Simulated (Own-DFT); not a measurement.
# Short bonds, stiff crystals?

The numbers are computed, not measured, by runs of the plane-wave DFT program Own-DFT (in-house, retired, unreviewed) at fixed positions, with no spin and no spin-orbit coupling.

Known weak points (not all hold for every row): forces on such cells moved up to 12 meV/angstrom on a denser k mesh; forces not confirmed at this smearing and k mesh; k mesh not checked against a denser one; forces on such cells passed a denser k mesh, each cell not checked; stress not checked against mesh or cutoff.

All runs are PBE with PseudoDojo norm-conserving files; cutoff and k mesh are each material's own. Every cell starts from measured lattice constants and was given uniform random strains and small random moves of its atoms. Each triple is the change of volume in per cent, the rms move u in Å and the pressure in GPa.

- 3C SiC (C32Si32), 10.36 Å³/atom unstrained: (-2.68, 0.051, 12.36); (-1.30, 0.046, 8.03); (0.37, 0.046, 4.16); (0.46, 0.051, 4.21); (1.03, 0.049, 3.29); (2.75, 0.054, 0.10); (3.12, 0.046, -1.01)
- wurtzite AlN (Al64N64), 10.45 Å³/atom unstrained: withheld
- wurtzite GaN (Ga36N36), 11.42 Å³/atom unstrained: (-3.30, 0.055, 15.14); (-3.16, 0.052, 14.55); (-1.53, 0.053, 10.65); (-0.79, 0.049, 9.23); (1.45, 0.051, 5.15); (1.98, 0.056, 4.26); (2.71, 0.052, 3.00)
- diamond silicon (Si64), 20.02 Å³/atom unstrained: (-3.46, 0.049, 6.26); (-2.99, 0.051, 5.72); (-1.88, 0.046, 4.61); (-0.33, 0.048, 2.75); (1.47, 0.050, 1.21); (1.80, 0.049, 0.97); (2.79, 0.050, -0.13)
- zincblende InP (In32P32), 25.27 Å³/atom unstrained: (-2.28, 0.052, 5.53); (-1.71, 0.048, 4.93); (-1.06, 0.049, 4.49); (-0.81, 0.052, 4.17); (1.67, 0.049, 2.46); (2.44, 0.052, 2.20); (3.72, 0.046, 1.24)
- grey tin (Sn64), 34.15 Å³/atom unstrained: (-2.88, 0.048, 5.35); (-2.81, 0.052, 5.37); (-1.87, 0.049, 4.83); (-1.81, 0.043, 4.70); (0.06, 0.049, 3.65); (0.18, 0.046, 3.68); (1.35, 0.048, 3.15)

## Fit

Fit a line to each set against the fractional change of volume; B is minus its slope, and u is nearly the same within a set. To take it to zero pressure, assume that B rises by 4 GPa for each GPa: B0 = B - 4 x (mean pressure). The bond length of an ideal tetrahedral crystal with the unstrained volume v is d = (√3/4)(8 v)^(1/3). Cohen's empirical rule reads B0 = (1971 - 220 L) d^(-3.5) GPa, with L = 0 for group IV crystals and SiC and 1 for III-V compounds.

| material | L | d (Å) | B (GPa) | mean P (GPa) | B0 (GPa) | rule (GPa) |
|---|---|---|---|---|---|---|
| 3C SiC (C32Si32) | 0 | 1.888 | 220 ± 12 | 4.4 | 202 ± 12 | 213 |
| wurtzite AlN (Al64N64) | 1 | 1.893 | ? | ? | ? | 188 |
| wurtzite GaN (Ga36N36) | 1 | 1.950 | 199 ± 7 | 8.9 | 164 ± 7 | 169 |
| diamond silicon (Si64) | 0 | 2.352 | 101 ± 2 | 3.1 | 89 ± 2 | 99 |
| zincblende InP (In32P32) | 1 | 2.541 | 69 ± 2 | 3.6 | 55 ± 2 | 67 |
| grey tin (Sn64) | 0 | 2.810 | 54 ± 2 | 4.4 | 37 ± 2 | 53 |

A line through ln[B0/(1971 - 220 L)] against ln d has a slope of -4.2 ± 0.2 and a scatter of 6 %. Against the rule, B0 stands at 95 % for 3C SiC, 97 % for wurtzite GaN, 90 % for diamond silicon, 82 % for zincblende InP, 69 % for grey tin. PBE tends to make silicon and heavier crystals too soft, and the rule itself is only a guide.

## Prediction

Question: what B0 does the fitted trend give for wurtzite AlN (Al64N64)?

The straight line predicts 185 GPa. Its own runs give B = 226 ± 7 GPa at a mean pressure of 7.4 GPa, so B0 = 197 GPa.
